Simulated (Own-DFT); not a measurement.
# How strain changes the stress of wurtzite GaN, 96 atoms (Ga48N48)

Calculated results; nothing here was measured. The program, named Own-DFT, is a retired in-house plane-wave density functional code that no person has reviewed. Each row is one single-point run on a periodic cell that was not relaxed, without spin or spin-orbit coupling.

Settings of every run: PBE; PseudoDojo norm-conserving scalar-relativistic files; cutoff 42 hartree; 3 x 4 x 3 k mesh centred on Gamma; Fermi-Dirac smearing of 0.1 eV.

Known limits: forces on such cells passed a denser k mesh, each cell not checked; stress not checked against mesh or cutoff.

Unstrained cell vectors in Å: (12.756, 0.000, 0.000); (-4.783, 8.285, 0.000); (0.000, 0.000, 10.370). The unstrained cell has measured lattice constants (interpolated for alloys), not those of this functional. That, the random moves and any unrelaxed bonds set the pressure at no strain. Each run strains this cell uniformly, with the atoms carried along. Every atom was also moved at random, by a Gaussian of width 0.05 Å on each axis. Strain is the symmetric tensor, in per cent. Stress is positive in tension, and the pressure is minus a third of its trace.

| run | e_xx (%) | e_yy (%) | e_zz (%) | e_yz (%) | e_xz (%) | e_xy (%) | s_xx (GPa) | s_yy (GPa) | s_zz (GPa) | s_yz (GPa) | s_xz (GPa) | s_xy (GPa) | P (GPa) | E (meV/atom) |
|---|---|---|---|---|---|---|---|---|---|---|---|---|---|---|
| 1 | -0.72 | -1.20 | 0.24 | -1.37 | 0.73 | 0.76 | -12.79 | -12.27 | -8.83 | -3.43 | 1.56 | 3.22 | 11.30 | 29.7 |
| 2 | 1.31 | 0.41 | -1.56 | 1.27 | 1.85 | -1.33 | -3.20 | -6.07 | -13.48 | 3.12 | 4.19 | -4.97 | 7.58 | 25.3 |
| 3 | -1.54 | -0.05 | -0.61 | 0.59 | 0.32 | -0.30 | -16.07 | -8.85 | -12.43 | 0.79 | 0.84 | -1.56 | 12.45 | 31.0 |
| 4 | 1.27 | -0.85 | -1.26 | 1.24 | -1.59 | 0.52 | -3.63 | -10.77 | -13.79 | 2.96 | -2.99 | 1.28 | 9.40 | 27.8 |
| 5 | 1.12 | 1.08 | 1.55 | 1.33 | 0.96 | 0.00 | -0.07 | -2.14 | 0.37 | 3.28 | 1.68 | 0.25 | 0.61 | 0.0 |
| 6 | -1.74 | 1.76 | -1.88 | 1.98 | 1.69 | -1.47 | -14.59 | -4.76 | -17.46 | 4.26 | 3.79 | -4.61 | 12.27 | 57.5 |
| 7 | 0.29 | 0.32 | -1.03 | 0.61 | -0.54 | -1.40 | -7.37 | -6.56 | -11.14 | 2.12 | -1.84 | -2.61 | 8.36 | 19.1 |
| 8 | -1.47 | -0.89 | 1.54 | 1.71 | -0.93 | 0.16 | -13.69 | -12.81 | -3.51 | 3.62 | -2.22 | 1.50 | 10.00 | 35.7 |
| 9 | -0.40 | 1.80 | -1.77 | -0.43 | 1.12 | 1.35 | -7.78 | -2.91 | -15.97 | -0.93 | 2.12 | 3.30 | 8.88 | 38.2 |
| 10 | 1.22 | 0.31 | 0.39 | -0.72 | -0.87 | -0.72 | -2.51 | -4.97 | -3.91 | -0.89 | -0.85 | -1.31 | 3.79 | 7.7 |
| 11 | 1.60 | -1.48 | 1.75 | -1.21 | -1.51 | 0.96 | -2.14 | -10.31 | -0.41 | -2.22 | -2.66 | 3.93 | 4.29 | 17.8 |
| 12 | 1.21 | -1.94 | 1.48 | -0.36 | -1.70 | -1.39 | -3.67 | -12.45 | -2.80 | -0.77 | -3.19 | -4.63 | 6.31 | 22.2 |
| 13 | 1.96 | -0.33 | 0.62 | -1.32 | -0.61 | -0.23 | 0.35 | -6.02 | -3.96 | -2.43 | -1.85 | -0.73 | 3.21 | 5.8 |
| 14 | 0.69 | -0.18 | -0.63 | -1.82 | 0.13 | -1.72 | -4.68 | -6.94 | -11.96 | -3.44 | 0.27 | -5.10 | 7.86 | 21.0 |
| 15 | -1.94 | -1.41 | -1.42 | -0.03 | 1.02 | -1.22 | -19.35 | -17.62 | -16.88 | 0.47 | 2.87 | -5.09 | 17.95 | 49.8 |
| 16 | 1.72 | 1.03 | -1.52 | 0.04 | 1.54 | 1.70 | -1.79 | -2.43 | -12.48 | -0.28 | 3.48 | 4.28 | 5.56 | 29.0 |
| 17 | 1.77 | -0.72 | 1.42 | 0.15 | 1.36 | -1.84 | -1.37 | -8.40 | -0.66 | 0.42 | 3.39 | -6.12 | 3.48 | 25.8 |
| 18 | 0.84 | 1.48 | -0.55 | -1.41 | -0.22 | -0.43 | ? | ? | ? | ? | ? | ? | ? | ? |

E is the free energy for each atom above the lowest run shown.

## Worked fit

Each stress component was fitted by least squares to a constant and the strains of the runs shown, as fractions, with shears doubled. Shear strains stay in the fit of a normal stress only where such slopes are resolved. The slopes, in GPa:

| stress | at no strain | per e_xx | per e_yy | per e_zz | scatter |
|---|---|---|---|---|---|
| s_xx | -8.0 | 422 ± 16 | 130 ± 21 | 76 ± 19 | 0.80 |
| s_yy | -7.9 | 125 ± 16 | 373 ± 21 | 55 ± 19 | 0.80 |
| s_zz | -8.3 | 94 ± 14 | 77 ± 20 | 445 ± 17 | 0.74 |

Each shear stress against twice its own strain: yz 106 ± 4, xz 109 ± 7, xy 149 ± 9 GPa. These are stiffnesses along x, y and z of the frame in which the cell vectors are given, which need not be the crystal's axes. The atoms are held to the strained lattice; where symmetry lets them move under strain, relaxing them would lower some slopes. The table should be nearly symmetric about its diagonal, and what it lacks of that shows the noise. A ninth of its sum, 200 ± 4 GPa, estimates the bulk modulus near the mean pressure of these runs, 7.8 GPa, so it lies above the value at zero pressure.

## Withheld run

Question: what normal stresses and pressure should run 18 give?

The fit gives s_xx = -3.0, s_yy = -1.6, s_zz = -8.9 and P = 4.5 GPa. The calculation gave -4.20, -0.98, -7.68 and P = 4.28 GPa.
